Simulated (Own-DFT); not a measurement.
# Computed records: Hf$_{36}$O$_{71}$ (tetragonal hafnia with one neutral oxygen vacancy, atoms displaced)

A calculation, not a measurement: plane-wave PBE and HSE06 DFT by an unreviewed code, no spin, of a simulated cell at Gamma alone, so results move with cell size and shape, stress positive in tension, energies less offsets, not probed for a lower state with spin; hafnium file: forces about 75 meV/angstrom off all-electron values; oxygen file: force components 24 meV/angstrom off all-electron in a glass; k mesh not checked against a denser one; forces and stress are PBE's, HSE06 gives the energy alone, and its difference from PBE has offsets of its own; offsets are fitted by least squares, one for each functional and potential file, so energies compare only between cells with the same atoms and settings and are not formation energies; the far tail of each file's local potential was reset to the Coulomb form; each entry is a single point on an unrelaxed cell, so the pressure reflects the starting lattice, taken from the Materials Project, from which strain is counted, and rises with the displacements; printed positions are rounded, which can move forces by about a meV/angstrom; the program is a retired in-house code; no spin-orbit coupling. Program: Own-DFT development build.

Entry: Hf$_{36}$O$_{71}$ (tetragonal hafnia with one neutral oxygen vacancy, atoms displaced)

```
cell vectors (Å)
  10.7800     0.0000     0.0000
   0.0000    10.7800     0.0000
   0.0000     0.0000    10.4493
atoms (fractions of the cell vectors)
Hf  0.00315  0.00909  0.00429
Hf  0.16053  0.16682  0.24717
O   0.99399  0.17257  0.15658
O   0.16641  0.99586  0.34675
O   0.99741  0.16292  0.40282
O   0.16586  0.99721  0.09398
Hf  0.99660  0.00300  0.49821
Hf  0.16721  0.16518  0.75593
O   0.99237  0.16635  0.65714
O   0.16335  0.00061  0.84754
O   0.99934  0.17036  0.90289
O   0.16532  0.99374  0.60317
Hf  0.00164  0.33776  0.99941
Hf  0.17084  0.50097  0.25673
O   0.99664  0.49766  0.15519
O   0.16032  0.32870  0.35146
O   0.99782  0.50307  0.40068
O   0.17085  0.33804  0.10143
Hf  0.98729  0.33112  0.50023
Hf  0.16720  0.49612  0.74470
O   0.00861  0.50041  0.64719
O   0.16321  0.33557  0.84442
O   0.00389  0.50333  0.91506
O   0.17752  0.31988  0.59681
Hf  0.00773  0.66161  0.00208
Hf  0.17088  0.83335  0.24756
O   0.00637  0.84259  0.15040
O   0.17095  0.66743  0.34384
O   0.00651  0.83353  0.39802
O   0.16688  0.67179  0.10519
Hf  0.00462  0.67263  0.50898
Hf  0.16235  0.83412  0.75747
O   0.99484  0.84085  0.64289
O   0.99562  0.82658  0.90718
O   0.17288  0.66571  0.60099
Hf  0.32894  0.99990  0.00173
Hf  0.49630  0.16280  0.24794
O   0.33896  0.16841  0.15823
O   0.49558  0.00139  0.34689
O   0.33589  0.16948  0.40275
O   0.50325  0.00750  0.10053
Hf  0.33107  0.00119  0.50170
Hf  0.49505  0.16652  0.74678
O   0.33609  0.17192  0.65207
O   0.49896  0.99941  0.84339
O   0.34226  0.17803  0.90559
O   0.50879  0.99960  0.59325
Hf  0.33830  0.32451  0.00439
Hf  0.49470  0.50058  0.24523
O   0.33353  0.49791  0.15138
O   0.49976  0.33809  0.34503
O   0.33197  0.50247  0.39229
O   0.49718  0.33252  0.10488
Hf  0.33494  0.33499  0.50070
Hf  0.50237  0.49645  0.75211
O   0.32743  0.49976  0.64848
O   0.51018  0.33186  0.84962
O   0.32939  0.49892  0.89595
O   0.49316  0.33904  0.59583
Hf  0.33958  0.67460  0.99949
Hf  0.50220  0.83511  0.24449
O   0.33179  0.83729  0.15781
O   0.50253  0.66481  0.34993
O   0.33591  0.83450  0.40408
O   0.49662  0.66732  0.09365
Hf  0.32804  0.66209  0.49309
Hf  0.49565  0.83059  0.75054
O   0.33512  0.84024  0.65489
O   0.49839  0.66771  0.84358
O   0.33131  0.83662  0.90445
O   0.50182  0.65771  0.59675
Hf  0.66460  0.00857  0.00258
Hf  0.82643  0.17481  0.24196
O   0.65801  0.16080  0.15849
O   0.83459  0.99709  0.34152
O   0.66704  0.17739  0.40441
O   0.82563  0.99198  0.09417
Hf  0.66418  0.00438  0.49375
Hf  0.83533  0.17140  0.75536
O   0.66521  0.16706  0.65388
O   0.83074  0.00109  0.84406
O   0.66532  0.16531  0.90492
O   0.83081  0.00056  0.60182
Hf  0.66600  0.33873  0.00528
Hf  0.83604  0.50160  0.25097
O   0.66760  0.49571  0.15357
O   0.82919  0.32906  0.35465
O   0.66712  0.50479  0.40230
O   0.83252  0.33250  0.10052
Hf  0.66307  0.32726  0.50240
Hf  0.83867  0.49623  0.74570
O   0.66179  0.50115  0.65129
O   0.83382  0.33909  0.84659
O   0.66831  0.50006  0.90238
O   0.83325  0.33489  0.59103
Hf  0.66351  0.66905  0.00166
Hf  0.82954  0.83809  0.24870
O   0.67327  0.83600  0.14498
O   0.83558  0.67188  0.34539
O   0.65734  0.83544  0.40525
O   0.83266  0.66906  0.08972
Hf  0.66328  0.67814  0.49997
Hf  0.83093  0.84097  0.74346
O   0.66554  0.83853  0.64856
O   0.82860  0.67409  0.84812
O   0.66287  0.82891  0.90066
O   0.83673  0.66213  0.59619
```

```
first functional                 : PBE
second functional                : HSE06
exact exchange share             : 0.25
screening                        : 0.11 1/bohr
exchange divergence              : Gygi-Baldereschi
potential files                  : PseudoDojo norm-conserving, scalar-relativistic, made for PBE, standard set
wave cutoff                      : 48 hartree
occupations                      : fixed
k mesh                           : 1 x 1 x 1 centred on Gamma
PBE energy of cell above offsets : -96.864 eV
HSE06 less PBE above offsets     : 0.098 eV
PBE pressure                     : 2.3 GPa
PBE stress xx                    : -2.74 GPa
PBE stress yy                    : -1.33 GPa
PBE stress zz                    : -2.82 GPa
PBE stress yz                    : 0.04 GPa
PBE stress xz                    : -0.13 GPa
PBE stress xy                    : 0.02 GPa
```

Force:
```csv
element,x (eV/Å),y (eV/Å),z (eV/Å)
Hf,-2.212,-2.883,-0.392
Hf,0.962,0.564,1.926
O,0.827,-0.749,-1.186
O,0.375,1.676,-0.135
O,0.05,0.745,-0.193
O,0.726,1.219,0.41
Hf,0.25,-1.644,0.298
Hf,-0.406,1.458,-2.24
O,1.598,0.265,-0.274
O,0.367,0.329,1.128
O,0.055,0.035,0.21
O,-0.029,1.013,-0.479
Hf,0.619,0.304,0.97
Hf,-0.708,-0.919,-0.717
O,1.101,-0.155,-0.221
O,0.145,0.348,-0.818
O,0.068,-0.316,0.669
O,-0.719,-1.011,-0.58
Hf,3.211,0.418,-1.5
Hf,1.7,0.938,0.971
O,-1.28,-0.67,0.439
O,-0.497,-1.116,0.567
O,-0.002,-1.226,-2.201
O,-2.583,0.289,0.389
Hf,-1.534,2.273,0.782
Hf,-2.321,-0.423,1.176
O,-1.009,0.153,0.473
O,0.164,0.066,1.073
O,-0.169,0.046,0.843
O,1.074,-0.412,-1.124
Hf,-1.049,0.061,-1.652
Hf,-0.342,-0.862,-1.348
O,1.111,-0.832,1.152
O,1.43,1.703,-0.862
O,-0.923,0.7,0.371
Hf,1.722,0.519,-0.152
Hf,-0.053,1.316,2.159
O,-2.742,-0.405,-1.483
O,0.526,-0.464,-0.22
O,-0.131,-0.635,0.216
O,-1.767,-0.948,-0.416
Hf,0.27,-0.317,-0.119
Hf,1.584,-0.174,0.422
O,-0.582,-1.263,0.511
O,-0.654,0.365,0.419
O,-0.896,-3.612,-1.197
O,-1.912,0.543,0.091
Hf,-0.505,4.106,0.782
Hf,1.405,-0.384,1.504
O,-0.446,0.533,-0.393
O,-0.046,-0.615,0.187
O,-0.398,-0.682,0.539
O,0.935,0.021,-0.935
Hf,-0.496,-0.044,-1.033
Hf,-0.522,0.632,-0.758
O,0.828,-0.033,-0.295
O,-0.344,-0.034,0.043
O,0.158,0.302,1.039
O,1.227,-0.395,0.802
Hf,-2.037,-2.524,-0.763
Hf,0.538,-0.355,1.567
O,1.654,0.335,-1.639
O,-0.37,0.993,-1.22
O,-0.036,-0.17,0.116
O,0.631,0.407,1.106
Hf,1.742,0.721,0.632
Hf,1.616,0.399,-0.732
O,-0.817,-0.079,0.385
O,-0.529,-0.5,0.873
O,-0.426,0.143,0.045
O,-1.198,0.819,-0.079
Hf,0.223,-2.071,-1.449
Hf,-0.119,-0.728,1.734
O,1.846,0.448,-1.023
O,-0.503,1.591,0.713
O,-0.125,-2.851,-1.029
O,1.863,1.396,-0.042
Hf,0.732,-0.054,1.017
Hf,-1.558,-1.403,-0.357
O,0.258,0.787,-0.006
O,0.45,0.708,0.578
O,0.557,1.271,0.329
O,-0.14,0.372,-1.372
Hf,-0.911,0.412,-0.824
Hf,-1.008,1.063,1.349
O,-0.373,-0.006,-0.474
O,0.77,0.602,-0.948
O,0.426,-0.521,0.532
O,-0.023,-0.597,-0.225
Hf,-0.776,3.576,-0.144
Hf,-1.858,3.189,-0.163
O,1.679,-0.675,0.954
O,0.436,-0.585,0.532
O,-0.318,-0.027,0.338
O,-1.094,0.289,2.06
Hf,2.307,0.213,-1.445
Hf,2.117,-1.469,-0.837
O,-2.39,-0.517,0.941
O,-0.29,0.082,-0.344
O,0.274,1.143,-1.583
O,0.294,-0.43,0.867
Hf,0.377,-2.937,0.266
Hf,-0.444,-1.317,1.131
O,-0.24,-0.69,0.041
O,0.272,-1.705,-1.337
O,-0.498,1.424,0.276
O,-0.192,0.113,0.014
```
